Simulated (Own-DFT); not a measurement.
# What a defect does to the pressure of its cell: L1_0 TiAl

Source: density functional calculations with Own-DFT, an unreviewed in-house program that is no longer used. Nothing was measured or relaxed, and spin and spin-orbit coupling are left out.

Method: PBE; PseudoDojo norm-conserving scalar-relativistic files; cutoff 42 hartree; 4 x 4 x 4 k mesh centred on Gamma; cold (Marzari-Vanderbilt) smearing of 0.2 eV.

Caveats: forces on such cells failed a check on a denser k mesh; stress not checked against mesh or cutoff.

All runs share one cell, with vectors in Å (5.622, 5.622, 0.000); (-5.622, 5.622, 0.000); (0.000, 0.000, 8.133) and a volume of 514.0 Å³. The atoms are randomly displaced, by u rms on each axis. The defect's site can differ from row to row.

```
cell,formula,u (Å),P (GPa)
no defect,Al16Ti16,0.0179,1.16
no defect,Al16Ti16,0.0195,1.17
no defect,Al16Ti16,0.0469,1.64
one Ti vacancy,Al16Ti15,0.0306,0.52
one Ti vacancy,Al16Ti15,0.0312,0.48
one Ti vacancy,Al16Ti15,0.0314,0.56
two Al vacancies,Al14Ti16,0.0266,-0.62
two Al vacancies,Al14Ti16,0.0307,-0.58
two Al vacancies,Al14Ti16,0.0472,?
two Al vacancies,Al14Ti16,0.0479,-0.53
```

## What the rows give

P = P0 + c u² + a shift for each defect gives P0 = 1.15 GPa, c = 175 ± 47 GPa/Å² and a scatter of 0.09 GPa. The shifts, and each times the cell's volume:

- one Ti vacancy: -0.80 ± 0.07 GPa, -2.6 eV
- two Al vacancies: -1.96 ± 0.08 GPa, -6.3 eV (-3.1 eV for each of its 2 sites)

Against the defect-free cell, a freed cell would be larger where the shift is positive and smaller where it is negative (160.2 GPa Å³ is 1 eV). The atoms around the defects weren't relaxed, which would change these numbers.

## Check

The question: what pressure belongs in the blank (two Al vacancies, u = 0.0472 Å)?

Estimate: -0.42 ± 0.11 GPa. The run itself gave -0.35 GPa.
